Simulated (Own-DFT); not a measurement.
## Calculated data, InAs (zincblende, strongly disordered by large displacements), GaP (zincblende, strongly disordered by large displacements)

All values are calculated (Own-DFT development build). A calculation, not a measurement: plane-wave PBE density functional theory by an unreviewed code, no spin, of a simulated periodic cell, stress positive in tension, free energy of the whole cell less one offset for each atom, forces on such cells passed a denser k mesh, this cell's mesh not checked; broken bonds can close the gap or carry spin, so checks made on this kind of crystal may not hold here; offsets are fitted by least squares, one for each functional and potential file, so energies compare only between cells with the same atoms and settings and are not formation energies; the far tail of each file's local potential was reset to the Coulomb form; each entry is a single point on an unrelaxed cell, so the pressure reflects the starting lattice, mostly measured values (interpolated for alloys), from which strain is counted, and rises with the displacements; printed positions are rounded, which can move forces by about a meV/angstrom; the program, named Own-DFT, is a retired in-house code; no spin-orbit coupling.

Settings shared by all entries: functional PBE; potential files PseudoDojo norm-conserving, scalar-relativistic, standard set; wave cutoff 42 hartree; occupations Fermi-Dirac; smearing width 0.1 eV; k mesh 3 x 3 x 3 centred on Gamma.

(1) InAs (zincblende, strongly disordered by large displacements)

```cif
# cell vector a (Å): 12.1166 0.0000 0.0000
# cell vector b (Å): 0.0000 12.1166 0.0000
# cell vector c (Å): 0.0000 0.0000 12.1166
data_InAs
_symmetry_space_group_name_H-M 'P 1'
_symmetry_Int_Tables_number 1
_cell_length_a 12.1166
_cell_length_b 12.1166
_cell_length_c 12.1166
_cell_angle_alpha 90.000
_cell_angle_beta 90.000
_cell_angle_gamma 90.000
_cell_volume 1778.86
loop_
_atom_site_label
_atom_site_type_symbol
_atom_site_fract_x
_atom_site_fract_y
_atom_site_fract_z
_atom_site_occupancy
In1 In 0.01911 0.01477 0.01517 1
In2 In 0.98390 0.23989 0.27025 1
In3 In 0.25207 0.99757 0.26982 1
In4 In 0.27178 0.25557 0.01166 1
As1 As 0.15542 0.16349 0.11640 1
As2 As 0.12244 0.37634 0.35151 1
As3 As 0.34273 0.14381 0.39906 1
As4 As 0.40551 0.36636 0.11501 1
In5 In 0.98206 0.99526 0.49144 1
In6 In 0.98218 0.24461 0.75802 1
In7 In 0.26663 0.98547 0.75497 1
In8 In 0.26473 0.26932 0.51095 1
As5 As 0.13286 0.16031 0.65170 1
As6 As 0.13686 0.37113 0.85928 1
As7 As 0.36009 0.11059 0.89170 1
As8 As 0.39323 0.36660 0.63126 1
In9 In 0.00931 0.47308 0.03411 1
In10 In 0.03261 0.73866 0.24359 1
In11 In 0.24668 0.51358 0.25442 1
In12 In 0.24032 0.76837 0.99176 1
As9 As 0.13335 0.63148 0.14236 1
As10 As 0.12135 0.86837 0.37666 1
As11 As 0.35298 0.65036 0.37981 1
As12 As 0.39126 0.85657 0.12522 1
In13 In 0.99043 0.48117 0.50393 1
In14 In 0.99388 0.75756 0.76407 1
In15 In 0.23851 0.52549 0.73119 1
In16 In 0.27551 0.73961 0.50532 1
As13 As 0.12920 0.60359 0.62655 1
As14 As 0.13032 0.87054 0.88035 1
As15 As 0.37886 0.62552 0.86167 1
As16 As 0.37193 0.90456 0.60243 1
In17 In 0.49478 0.98056 0.98278 1
In18 In 0.49727 0.25265 0.27109 1
In19 In 0.76483 0.98327 0.24152 1
In20 In 0.74128 0.23799 0.00230 1
As17 As 0.62989 0.12145 0.13085 1
As18 As 0.64201 0.34656 0.37973 1
As19 As 0.83133 0.13348 0.35540 1
As20 As 0.86654 0.37314 0.11705 1
In21 In 0.51282 0.99242 0.50998 1
In22 In 0.49058 0.25535 0.72614 1
In23 In 0.75086 0.00358 0.75448 1
In24 In 0.76809 0.26476 0.50152 1
As21 As 0.63053 0.14008 0.61844 1
As22 As 0.68345 0.38985 0.88118 1
As23 As 0.89539 0.13330 0.86670 1
As24 As 0.88799 0.38023 0.62548 1
In25 In 0.49248 0.52922 0.02022 1
In26 In 0.51321 0.74356 0.22166 1
In27 In 0.75135 0.48833 0.25648 1
In28 In 0.75010 0.75874 0.00999 1
As25 As 0.65125 0.60978 0.13411 1
As26 As 0.61976 0.86769 0.36184 1
As27 As 0.87372 0.64425 0.36687 1
As28 As 0.86668 0.85496 0.14549 1
In29 In 0.50900 0.50529 0.51319 1
In30 In 0.48230 0.77354 0.73850 1
In31 In 0.77077 0.46795 0.72752 1
In32 In 0.76318 0.73945 0.51648 1
As29 As 0.63122 0.65326 0.64368 1
As30 As 0.62629 0.85791 0.88087 1
As31 As 0.85753 0.65357 0.86954 1
As32 As 0.87204 0.85277 0.63531 1
```

It was run with hardware one NVIDIA H200.

It finds free energy of cell above offsets -0.750 eV; pressure 8.9 GPa; stress xx -8.89 GPa; stress yy -8.28 GPa; stress zz -9.52 GPa; stress yz 0.45 GPa; stress xz 1.16 GPa; stress xy 1.15 GPa; wall time 1150 s.

Force:
| element | x (eV/Å) | y (eV/Å) | z (eV/Å) |
| --- | --- | --- | --- |
| In | -0.191 | -0.053 | -0.039 |
| In | 0.947 | 0.56 | -1.876 |
| In | 0.183 | 0.395 | -1.3 |
| In | 1.729 | 3.021 | -4.27 |
| As | -4.914 | -4.481 | 4.694 |
| As | -0.045 | -0.228 | 2.066 |
| As | 3.717 | -3.673 | -3.067 |
| As | -0.224 | 1.348 | 1.432 |
| In | 0.057 | 0.723 | 0.598 |
| In | 3.461 | 4.313 | -2.798 |
| In | -1.966 | 1.351 | 0.355 |
| In | -3.882 | 2.327 | 1.522 |
| As | 0.863 | -2.061 | -1.621 |
| As | -0.116 | 0.45 | 1.293 |
| As | 1.47 | 0.804 | -1.344 |
| As | -4.146 | 6.584 | -2.969 |
| In | 2.316 | 2.002 | -2.556 |
| In | -4.633 | 3.563 | 3.495 |
| In | 1.835 | -1.43 | 0.406 |
| In | 3.054 | -3.247 | 2.517 |
| As | 2.46 | -3.112 | -6.168 |
| As | 0.429 | 0.511 | 1.169 |
| As | 5.971 | -5.539 | -6.757 |
| As | -2.93 | 2.418 | -1.06 |
| In | 2.616 | 2.977 | -3.877 |
| In | 1.779 | -0.921 | -0.005 |
| In | 6.667 | -5.771 | 6.767 |
| In | -5.424 | 4.4 | 6.291 |
| As | -6.651 | 6.153 | -6.357 |
| As | -2.356 | 2.756 | -2.31 |
| As | -0.515 | 0.612 | 0.596 |
| As | -1.897 | -2.408 | 1.358 |
| In | 0.66 | 1.037 | 1.323 |
| In | -0.654 | -1.606 | -0.533 |
| In | -3.202 | 1.049 | 0.746 |
| In | 0.951 | -0.781 | -0.409 |
| As | -1.299 | -1.007 | 0.113 |
| As | -1.813 | 3.419 | -0.696 |
| As | 1.695 | -0.494 | 1.531 |
| As | -1.15 | -1.794 | 1.939 |
| In | 2.478 | 2.263 | -2.875 |
| In | 4.43 | -4.862 | 5.873 |
| In | 0.003 | -0.158 | 0.05 |
| In | 0.569 | -1.43 | 1.988 |
| As | 0.647 | -1.147 | 0.38 |
| As | -3.594 | 0.009 | 1.064 |
| As | -4.221 | -4.912 | 4.913 |
| As | 2.484 | -4.619 | -1.605 |
| In | 0.818 | -0.307 | -1.415 |
| In | 1.101 | -1.612 | 2.502 |
| In | 1.242 | -0.708 | 1.556 |
| In | -0.117 | -0.873 | -0.012 |
| As | -1.256 | 1.233 | -1.221 |
| As | 0.615 | 0.186 | 1.144 |
| As | 0.549 | -1.734 | 0.16 |
| As | 3.822 | -0.731 | -1.579 |
| In | 0.582 | 0.707 | -0.618 |
| In | 0.193 | -0.311 | 0.468 |
| In | -3.942 | 5.671 | 2.867 |
| In | -1.355 | -0.049 | -2.441 |
| As | -0.614 | -2.555 | 0.084 |
| As | -0.244 | 1.142 | -1.487 |
| As | 0.298 | -2.801 | 0.212 |
| As | 0.66 | 3.425 | -0.21 |

(2) GaP (zincblende, strongly disordered by large displacements)

```cif
# cell vector a (Å): 10.9010 0.0000 0.0000
# cell vector b (Å): 0.0000 10.9010 0.0000
# cell vector c (Å): 0.0000 0.0000 10.9010
data_GaP
_symmetry_space_group_name_H-M 'P 1'
_symmetry_Int_Tables_number 1
_cell_length_a 10.9010
_cell_length_b 10.9010
_cell_length_c 10.9010
_cell_angle_alpha 90.000
_cell_angle_beta 90.000
_cell_angle_gamma 90.000
_cell_volume 1295.39
loop_
_atom_site_label
_atom_site_type_symbol
_atom_site_fract_x
_atom_site_fract_y
_atom_site_fract_z
_atom_site_occupancy
Ga1 Ga 0.97586 0.99685 0.94968 1
Ga2 Ga 0.96026 0.22128 0.22780 1
Ga3 Ga 0.24065 0.98954 0.26000 1
Ga4 Ga 0.23958 0.26111 0.02525 1
P1 P 0.04290 0.10432 0.12531 1
P2 P 0.12667 0.43473 0.36431 1
P3 P 0.34700 0.11060 0.36848 1
P4 P 0.37982 0.40099 0.13558 1
Ga5 Ga 0.04370 0.99594 0.48315 1
Ga6 Ga 0.99691 0.30659 0.71415 1
Ga7 Ga 0.24048 0.97007 0.72603 1
Ga8 Ga 0.24760 0.27934 0.51452 1
P5 P 0.14078 0.17654 0.61382 1
P6 P 0.12461 0.36097 0.93224 1
P7 P 0.37126 0.07094 0.86270 1
P8 P 0.39004 0.37803 0.64517 1
Ga9 Ga 0.99125 0.53416 0.00736 1
Ga10 Ga 0.95990 0.69259 0.19289 1
Ga11 Ga 0.23123 0.46159 0.21154 1
Ga12 Ga 0.24769 0.71600 0.99084 1
P9 P 0.14106 0.56376 0.09633 1
P10 P 0.14387 0.88865 0.36644 1
P11 P 0.42137 0.66892 0.43929 1
P12 P 0.33895 0.87178 0.17229 1
Ga13 Ga 0.02395 0.49542 0.53773 1
Ga14 Ga 0.03452 0.83724 0.69025 1
Ga15 Ga 0.27836 0.52806 0.75024 1
Ga16 Ga 0.21353 0.82390 0.52472 1
P13 P 0.12248 0.62256 0.61498 1
P14 P 0.10968 0.88060 0.92935 1
P15 P 0.42832 0.65877 0.85121 1
P16 P 0.36573 0.87491 0.64416 1
Ga17 Ga 0.52382 0.00912 0.07494 1
Ga18 Ga 0.55610 0.22290 0.27204 1
Ga19 Ga 0.78841 0.00964 0.23405 1
Ga20 Ga 0.78483 0.23811 0.00693 1
P17 P 0.63098 0.15151 0.06577 1
P18 P 0.62644 0.29429 0.45150 1
P19 P 0.87953 0.19076 0.38100 1
P20 P 0.93785 0.37109 0.13799 1
Ga21 Ga 0.44304 0.01176 0.56167 1
Ga22 Ga 0.45249 0.28121 0.78142 1
Ga23 Ga 0.74007 0.98883 0.77745 1
Ga24 Ga 0.76609 0.32375 0.34563 1
P21 P 0.61113 0.07296 0.68725 1
P22 P 0.60433 0.39815 0.85950 1
P23 P 0.86180 0.18074 0.85652 1
P24 P 0.84971 0.35145 0.62382 1
Ga25 Ga 0.54547 0.49428 0.01834 1
Ga26 Ga 0.48174 0.81309 0.25516 1
Ga27 Ga 0.72964 0.48797 0.23534 1
Ga28 Ga 0.76369 0.74291 0.97093 1
P25 P 0.59615 0.66501 0.03419 1
P26 P 0.60950 0.86467 0.36855 1
P27 P 0.87231 0.67491 0.34660 1
P28 P 0.85013 0.83098 0.17515 1
Ga29 Ga 0.54561 0.49954 0.48076 1
Ga30 Ga 0.57054 0.77616 0.71450 1
Ga31 Ga 0.75821 0.47497 0.77094 1
Ga32 Ga 0.73997 0.75860 0.54304 1
P29 P 0.61376 0.60999 0.66595 1
P30 P 0.57913 0.83848 0.90540 1
P31 P 0.88311 0.59202 0.87192 1
P32 P 0.87166 0.87983 0.63107 1
```

Settings of this run: hardware one NVIDIA H100.

The calculation gives: free energy of cell above offsets 45.631 eV; pressure 20.26 GPa; stress xx -22.97 GPa; stress yy -19.48 GPa; stress zz -18.34 GPa; stress yz 1.5 GPa; stress xz 1.01 GPa; stress xy 3.68 GPa; wall time 626 s.

Force:
| element | x (eV/Å) | y (eV/Å) | z (eV/Å) |
| --- | --- | --- | --- |
| Ga | -4.98 | 5.038 | 1.052 |
| Ga | 2.207 | -0.473 | 1.448 |
| Ga | -1.65 | 8.56 | -2.675 |
| Ga | 4.53 | -4.741 | 2.762 |
| P | 5.812 | -5.835 | -4.067 |
| P | -1.146 | -2.062 | 3.399 |
| P | 3.195 | 3.519 | 2.279 |
| P | 6.965 | -3.805 | -2.531 |
| Ga | -3.103 | 3.883 | 3.249 |
| Ga | 6.047 | -2.782 | 4.583 |
| Ga | -6.026 | 4.99 | 4.529 |
| Ga | 3.988 | 3.785 | -5.221 |
| P | -4.842 | -5.588 | 3.983 |
| P | -4.429 | 3.777 | -5.592 |
| P | 0.696 | 2.353 | 1.567 |
| P | -2.317 | 3.853 | -6.198 |
| Ga | -3.514 | -3.336 | -0.967 |
| Ga | 8.823 | -4.528 | -4.479 |
| Ga | -0.136 | -0.517 | 5.293 |
| Ga | 1.158 | 0.745 | -0.244 |
| P | 2.112 | 7.173 | -0.591 |
| P | -5.463 | -5.992 | -1.343 |
| P | 0.102 | 0.216 | -0.98 |
| P | -1.331 | -2.595 | -9.499 |
| Ga | -4.624 | -4.182 | -3.008 |
| Ga | 6.4 | -2.865 | 3.309 |
| Ga | -0.492 | 0.283 | 0.242 |
| Ga | 1.143 | -3.978 | 2.588 |
| P | 3.923 | 5.796 | 3.568 |
| P | 4.776 | -4.41 | -2.736 |
| P | -2.691 | -0.747 | 1.204 |
| P | 3.425 | -10.08 | 0.54 |
| Ga | -5.105 | -5.975 | -1.029 |
| Ga | -2.87 | -0.65 | -1.368 |
| Ga | -1.432 | 2.16 | 1.434 |
| Ga | 0.901 | 5.016 | 4.001 |
| P | 0.248 | 3.358 | 2.791 |
| P | -6.122 | -0.371 | 5.511 |
| P | 1.413 | -7.527 | 7.87 |
| P | -3.319 | 6.504 | -4.165 |
| Ga | 3.993 | 5.767 | -4.938 |
| Ga | 1.939 | -5.73 | 4.918 |
| Ga | 5.082 | -2.217 | 3.205 |
| Ga | 2.335 | 4.367 | -3.031 |
| P | -5.551 | 4.275 | -3.751 |
| P | -0.672 | -3.192 | 0.777 |
| P | 3.426 | -4.387 | -5.91 |
| P | -4.607 | 2.671 | -4.271 |
| Ga | -2.85 | -5.195 | 1.37 |
| Ga | 1.966 | -5.678 | 0.596 |
| Ga | -0.093 | 3.179 | -1.931 |
| Ga | 2.836 | 0.732 | -0.128 |
| P | -0.538 | 6.01 | 3.057 |
| P | 5.015 | 2.352 | 4.982 |
| P | -4.326 | -1.382 | 5.978 |
| P | -3.54 | 2.999 | -2.133 |
| Ga | -0.857 | -0.05 | 0.27 |
| Ga | -2.794 | 6.118 | 0.475 |
| Ga | 1.036 | 0.48 | -1.745 |
| Ga | -1.037 | -1.405 | -2.47 |
| P | 2.856 | -6.181 | -3.068 |
| P | 0.287 | 1.451 | 1.73 |
| P | -1.397 | 3.558 | -2.915 |
| P | -4.78 | 3.493 | -1.575 |

(3) GaP (zincblende, strongly disordered by large displacements)

```cif
# cell vector a (Å): 10.9010 0.0000 0.0000
# cell vector b (Å): 0.0000 10.9010 0.0000
# cell vector c (Å): 0.0000 0.0000 10.9010
data_GaP
_symmetry_space_group_name_H-M 'P 1'
_symmetry_Int_Tables_number 1
_cell_length_a 10.9010
_cell_length_b 10.9010
_cell_length_c 10.9010
_cell_angle_alpha 90.000
_cell_angle_beta 90.000
_cell_angle_gamma 90.000
_cell_volume 1295.39
loop_
_atom_site_label
_atom_site_type_symbol
_atom_site_fract_x
_atom_site_fract_y
_atom_site_fract_z
_atom_site_occupancy
Ga1 Ga 0.97989 0.00689 0.00907 1
Ga2 Ga 0.97506 0.23681 0.23790 1
Ga3 Ga 0.25901 0.02229 0.20450 1
Ga4 Ga 0.28940 0.22103 0.06063 1
P1 P 0.11479 0.04808 0.10930 1
P2 P 0.10186 0.39830 0.36020 1
P3 P 0.33265 0.09281 0.37643 1
P4 P 0.37643 0.40723 0.11360 1
Ga5 Ga 0.04348 0.96588 0.51261 1
Ga6 Ga 0.02771 0.25446 0.75231 1
Ga7 Ga 0.26373 0.99876 0.75633 1
Ga8 Ga 0.26782 0.23667 0.56061 1
P5 P 0.12452 0.12955 0.60957 1
P6 P 0.13210 0.37793 0.91256 1
P7 P 0.45819 0.16197 0.90066 1
P8 P 0.37896 0.41583 0.59588 1
Ga9 Ga 0.01209 0.47351 0.02720 1
Ga10 Ga 0.02821 0.70993 0.25766 1
Ga11 Ga 0.26266 0.50980 0.24642 1
Ga12 Ga 0.25188 0.76164 0.05015 1
P9 P 0.15688 0.64853 0.14348 1
P10 P 0.15693 0.86692 0.36641 1
P11 P 0.38522 0.59784 0.33450 1
P12 P 0.41020 0.83903 0.15056 1
Ga13 Ga 0.00318 0.50579 0.49495 1
Ga14 Ga 0.00712 0.81258 0.77883 1
Ga15 Ga 0.15523 0.53056 0.68062 1
Ga16 Ga 0.25983 0.79759 0.52151 1
P13 P 0.09483 0.64003 0.55876 1
P14 P 0.18562 0.88139 0.85954 1
P15 P 0.34533 0.66840 0.87343 1
P16 P 0.39905 0.87238 0.64656 1
Ga17 Ga 0.49733 0.00319 0.95915 1
Ga18 Ga 0.52578 0.29059 0.23462 1
Ga19 Ga 0.73634 0.01463 0.21579 1
Ga20 Ga 0.75266 0.25156 0.98580 1
P17 P 0.57801 0.12883 0.05322 1
P18 P 0.62510 0.36994 0.37780 1
P19 P 0.91954 0.16077 0.40719 1
P20 P 0.93023 0.34764 0.11275 1
Ga21 Ga 0.51700 0.02343 0.47302 1
Ga22 Ga 0.44152 0.21261 0.73426 1
Ga23 Ga 0.76640 0.99369 0.80389 1
Ga24 Ga 0.78410 0.29277 0.50399 1
P21 P 0.64144 0.07157 0.64456 1
P22 P 0.63589 0.37456 0.88008 1
P23 P 0.86958 0.13098 0.86625 1
P24 P 0.88105 0.41135 0.64416 1
Ga25 Ga 0.51451 0.49610 0.94575 1
Ga26 Ga 0.52777 0.72733 0.21407 1
Ga27 Ga 0.73577 0.52364 0.26055 1
Ga28 Ga 0.81677 0.78051 0.95355 1
P25 P 0.63145 0.69176 0.07907 1
P26 P 0.63373 0.90609 0.39731 1
P27 P 0.88528 0.60074 0.38331 1
P28 P 0.86771 0.92760 0.14032 1
Ga29 Ga 0.54508 0.46192 0.54312 1
Ga30 Ga 0.50139 0.73690 0.76306 1
Ga31 Ga 0.74070 0.44234 0.74352 1
Ga32 Ga 0.80420 0.78936 0.49088 1
P29 P 0.61013 0.62540 0.62780 1
P30 P 0.60960 0.88341 0.86177 1
P31 P 0.91251 0.57065 0.88766 1
P32 P 0.82282 0.87829 0.64012 1
```

Here we set hardware one NVIDIA H100.

The calculation gives: free energy of cell above offsets 38.580 eV; pressure 18.57 GPa; stress xx -19.01 GPa; stress yy -16.62 GPa; stress zz -20.07 GPa; stress yz -0.01 GPa; stress xz 0.37 GPa; stress xy -0.84 GPa; wall time 604.7 s.

Force:
| element | x (eV/Å) | y (eV/Å) | z (eV/Å) |
| --- | --- | --- | --- |
| Ga | -4.568 | -0.432 | -7.808 |
| Ga | 3.467 | -4.068 | 4.918 |
| Ga | 6.505 | -3.082 | 3.648 |
| Ga | -0.688 | 0.154 | -1.59 |
| P | 1.05 | 4.965 | 1.327 |
| P | 1.861 | -2.277 | -1.511 |
| P | 1.72 | 2.018 | 2.098 |
| P | 1.767 | -1.327 | -0.749 |
| Ga | -2.059 | 0.097 | -0.568 |
| Ga | -0.928 | 0.76 | 0.991 |
| Ga | 3.544 | 6.164 | -5.199 |
| Ga | 3.664 | 2.567 | -3.261 |
| P | -2.651 | -2.02 | 2.71 |
| P | 3.145 | -2.48 | -3.82 |
| P | -3.735 | 5.825 | 4.567 |
| P | -6.558 | -2.284 | 2.882 |
| Ga | 3.211 | 7.852 | -1.536 |
| Ga | -3.755 | 2.581 | 3.806 |
| Ga | -5.732 | -4.488 | -1.625 |
| Ga | 4.372 | 4.751 | -5.704 |
| P | -3.462 | -6.844 | -0.737 |
| P | -1.458 | 0.487 | -1.656 |
| P | 6.773 | 5.038 | 5.781 |
| P | -6.056 | 8.488 | -3.355 |
| Ga | -2.706 | -7.239 | -0.73 |
| Ga | -1.388 | -1.237 | -0.51 |
| Ga | 4.418 | -5.142 | 7.752 |
| Ga | 0.583 | -2.239 | -0.027 |
| P | 2.652 | 12.22 | -0.974 |
| P | -3.834 | -5.581 | 5.853 |
| P | -0.454 | -2.326 | 0.253 |
| P | 0.349 | 1.929 | -1.63 |
| Ga | -3.447 | -12.93 | 1.134 |
| Ga | -2.749 | -2.081 | -2.828 |
| Ga | -6.492 | 3.902 | 4.509 |
| Ga | 0.891 | -0.201 | 1.903 |
| P | 5.537 | 6.598 | 7.385 |
| P | 2.846 | 1.123 | 1.624 |
| P | -0.754 | -2.259 | 1.542 |
| P | -8.564 | -1.231 | -1.236 |
| Ga | -3.982 | 2.765 | 2.6 |
| Ga | 0.156 | 2.303 | -8.603 |
| Ga | -2.182 | -2.516 | -1.88 |
| Ga | -0.528 | -1.862 | -0.577 |
| P | -1.327 | 2.617 | -1.073 |
| P | -0.156 | -3.721 | 0.083 |
| P | 4.364 | 3.297 | 1.252 |
| P | 6.811 | -2.653 | -3.714 |
| Ga | -4.388 | 4.791 | 2.417 |
| Ga | 0.34 | -3.49 | 10.41 |
| Ga | -0.778 | -0.066 | -1.692 |
| Ga | -0.311 | -0.902 | 0.645 |
| P | 6.154 | -3.775 | -6.289 |
| P | 4.263 | -4.51 | -4.467 |
| P | -2.959 | 4.144 | -2.493 |
| P | 4.262 | -6.854 | -0.993 |
| Ga | 3.157 | 0.817 | -2.351 |
| Ga | 0.077 | -0.689 | 0.076 |
| Ga | -4.066 | 4.911 | 1.74 |
| Ga | -1.969 | -4.647 | -7.052 |
| P | 2.69 | 0.783 | 0.24 |
| P | 1.802 | -2.999 | -0.093 |
| P | -1.359 | 2.855 | -1.971 |
| P | 3.611 | 3.644 | 6.163 |

(4) GaP (zincblende, strongly disordered by large displacements)

```cif
# cell vector a (Å): 10.9010 0.0000 0.0000
# cell vector b (Å): 0.0000 10.9010 0.0000
# cell vector c (Å): 0.0000 0.0000 10.9010
data_GaP
_symmetry_space_group_name_H-M 'P 1'
_symmetry_Int_Tables_number 1
_cell_length_a 10.9010
_cell_length_b 10.9010
_cell_length_c 10.9010
_cell_angle_alpha 90.000
_cell_angle_beta 90.000
_cell_angle_gamma 90.000
_cell_volume 1295.39
loop_
_atom_site_label
_atom_site_type_symbol
_atom_site_fract_x
_atom_site_fract_y
_atom_site_fract_z
_atom_site_occupancy
Ga1 Ga 0.99770 0.01286 0.00815 1
Ga2 Ga 0.02849 0.25162 0.21718 1
Ga3 Ga 0.23358 0.98768 0.27062 1
Ga4 Ga 0.22791 0.26070 0.97383 1
P1 P 0.11857 0.11486 0.15576 1
P2 P 0.15100 0.39918 0.37996 1
P3 P 0.38994 0.10472 0.36703 1
P4 P 0.40698 0.37060 0.13509 1
Ga5 Ga 0.01423 0.99765 0.52594 1
Ga6 Ga 0.95857 0.22129 0.75339 1
Ga7 Ga 0.30043 0.99051 0.73818 1
Ga8 Ga 0.23971 0.23382 0.51844 1
P5 P 0.11155 0.14092 0.61956 1
P6 P 0.08762 0.31748 0.86206 1
P7 P 0.37421 0.13932 0.85360 1
P8 P 0.40071 0.39029 0.63390 1
Ga9 Ga 0.03017 0.52408 0.02292 1
Ga10 Ga 0.02360 0.73110 0.28324 1
Ga11 Ga 0.26722 0.48863 0.24912 1
Ga12 Ga 0.25675 0.75401 0.97564 1
P9 P 0.10929 0.64519 0.14909 1
P10 P 0.13048 0.88006 0.39268 1
P11 P 0.36842 0.63188 0.36352 1
P12 P 0.34983 0.89446 0.11927 1
Ga13 Ga 0.97620 0.49688 0.51949 1
Ga14 Ga 0.01323 0.75557 0.72732 1
Ga15 Ga 0.22947 0.53626 0.75851 1
Ga16 Ga 0.26009 0.72493 0.49911 1
P13 P 0.11533 0.62080 0.62470 1
P14 P 0.09839 0.84044 0.85434 1
P15 P 0.38114 0.64387 0.85516 1
P16 P 0.39687 0.86848 0.62526 1
Ga17 Ga 0.49347 0.99421 0.00084 1
Ga18 Ga 0.48950 0.27202 0.25195 1
Ga19 Ga 0.71856 0.97593 0.24060 1
Ga20 Ga 0.74854 0.26408 0.97331 1
P17 P 0.63863 0.16037 0.12797 1
P18 P 0.62525 0.38113 0.38171 1
P19 P 0.87694 0.13900 0.35139 1
P20 P 0.88086 0.36321 0.13879 1
Ga21 Ga 0.50716 0.99926 0.53565 1
Ga22 Ga 0.50379 0.23711 0.78253 1
Ga23 Ga 0.75950 0.01073 0.74146 1
Ga24 Ga 0.76355 0.24424 0.47002 1
P21 P 0.58722 0.13222 0.63701 1
P22 P 0.64140 0.34825 0.84536 1
P23 P 0.88205 0.15375 0.89542 1
P24 P 0.86343 0.39550 0.63979 1
Ga25 Ga 0.53998 0.49187 0.99909 1
Ga26 Ga 0.52090 0.74922 0.24694 1
Ga27 Ga 0.73364 0.52144 0.26246 1
Ga28 Ga 0.73752 0.74440 0.03114 1
P25 P 0.60584 0.63058 0.11379 1
P26 P 0.61987 0.86876 0.42001 1
P27 P 0.89035 0.61013 0.37603 1
P28 P 0.88512 0.91064 0.11570 1
Ga29 Ga 0.51604 0.50523 0.49412 1
Ga30 Ga 0.47353 0.74148 0.74323 1
Ga31 Ga 0.78471 0.52790 0.74573 1
Ga32 Ga 0.73754 0.73810 0.51071 1
P29 P 0.64953 0.61805 0.63585 1
P30 P 0.67309 0.88559 0.87500 1
P31 P 0.84110 0.59929 0.89510 1
P32 P 0.87424 0.87235 0.63590 1
```

Here we set hardware one NVIDIA H100.

It finds free energy of cell above offsets 8.625 eV; pressure 12.4 GPa; stress xx -10.85 GPa; stress yy -12.16 GPa; stress zz -14.19 GPa; stress yz -0.1 GPa; stress xz 1.83 GPa; stress xy -1.18 GPa; wall time 609.6 s.

Force:
| element | x (eV/Å) | y (eV/Å) | z (eV/Å) |
| --- | --- | --- | --- |
| Ga | 2.713 | 1.331 | -2.911 |
| Ga | -3.704 | 6.218 | 4.906 |
| Ga | 2.432 | 1.65 | -1.241 |
| Ga | 3.284 | -1.912 | 2.812 |
| P | 4.518 | -4.959 | -4.86 |
| P | -2.474 | -2.828 | 1.56 |
| P | -0.634 | 0.758 | 1.299 |
| P | -5.712 | 5.351 | -7.372 |
| Ga | -2.078 | -0.654 | -1.957 |
| Ga | 2.223 | 2.908 | -8.725 |
| Ga | -3.825 | 1.368 | 1.303 |
| Ga | 4.112 | 3.42 | -3.166 |
| P | -1.214 | -1.817 | 3.556 |
| P | 0.899 | 5.86 | 0.717 |
| P | -5.003 | -3.952 | 5.024 |
| P | -2.038 | -0.686 | 0.583 |
| Ga | -3.599 | -3.359 | -2.407 |
| Ga | -2.612 | 4.25 | 2.866 |
| Ga | 0.26 | 1.196 | -1.477 |
| Ga | -1.235 | 1.044 | 1.656 |
| P | 6.105 | -1.463 | -3.755 |
| P | -1.109 | -2.674 | 2.063 |
| P | 2.989 | -0.768 | -0.674 |
| P | 1.147 | -1.732 | -0.166 |
| Ga | 3.108 | -0.279 | -1.719 |
| Ga | -4.61 | -2.989 | -3.423 |
| Ga | 1.858 | -3.604 | 0.903 |
| Ga | -1.224 | 2.101 | 1.159 |
| P | -0.192 | 0.09 | -2.629 |
| P | 4.964 | 5.81 | 6.851 |
| P | -2.898 | -5.89 | 6.269 |
| P | -2.702 | -2.015 | -2.886 |
| Ga | 1.601 | 1.397 | -0.557 |
| Ga | 4.668 | -6.101 | 5.755 |
| Ga | 0.869 | 1.866 | 0.416 |
| Ga | 0.582 | 0.234 | 5.479 |
| P | -1.414 | -2.097 | 0.218 |
| P | 0.404 | -0.57 | -1.093 |
| P | 1.294 | -2.398 | 0.036 |
| P | -1.279 | 2.526 | -1.621 |
| Ga | -1.034 | -0.205 | -4.381 |
| Ga | 1.07 | 3.375 | -3.689 |
| Ga | -0.477 | 1.532 | 0.153 |
| Ga | -1.374 | 1.199 | 2.237 |
| P | 5.547 | 1.903 | 0.162 |
| P | -0.011 | 5.824 | -0.374 |
| P | -1.766 | -6.455 | 3.699 |
| P | 0.552 | -6.015 | -1.615 |
| Ga | -1.965 | -3.066 | -2.932 |
| Ga | -3.003 | 2.177 | 2.145 |
| Ga | 1.003 | -1.542 | -0.888 |
| Ga | 3.509 | 2.829 | -2.698 |
| P | 1.097 | -0.254 | 2.671 |
| P | -0.06 | 0.58 | -3.864 |
| P | -2.638 | 1.448 | 0.455 |
| P | -3.547 | -5.1 | 3.852 |
| Ga | -1.319 | 0.956 | 1.304 |
| Ga | 7.811 | 2.367 | -2.788 |
| Ga | -3.162 | -1.557 | -2.385 |
| Ga | 3.442 | 0.433 | -0.73 |
| P | -4.486 | 0.283 | 0.021 |
| P | -3.575 | -1.341 | 1.576 |
| P | 4.262 | 3.682 | 7.154 |
| P | -0.348 | 0.312 | -1.876 |
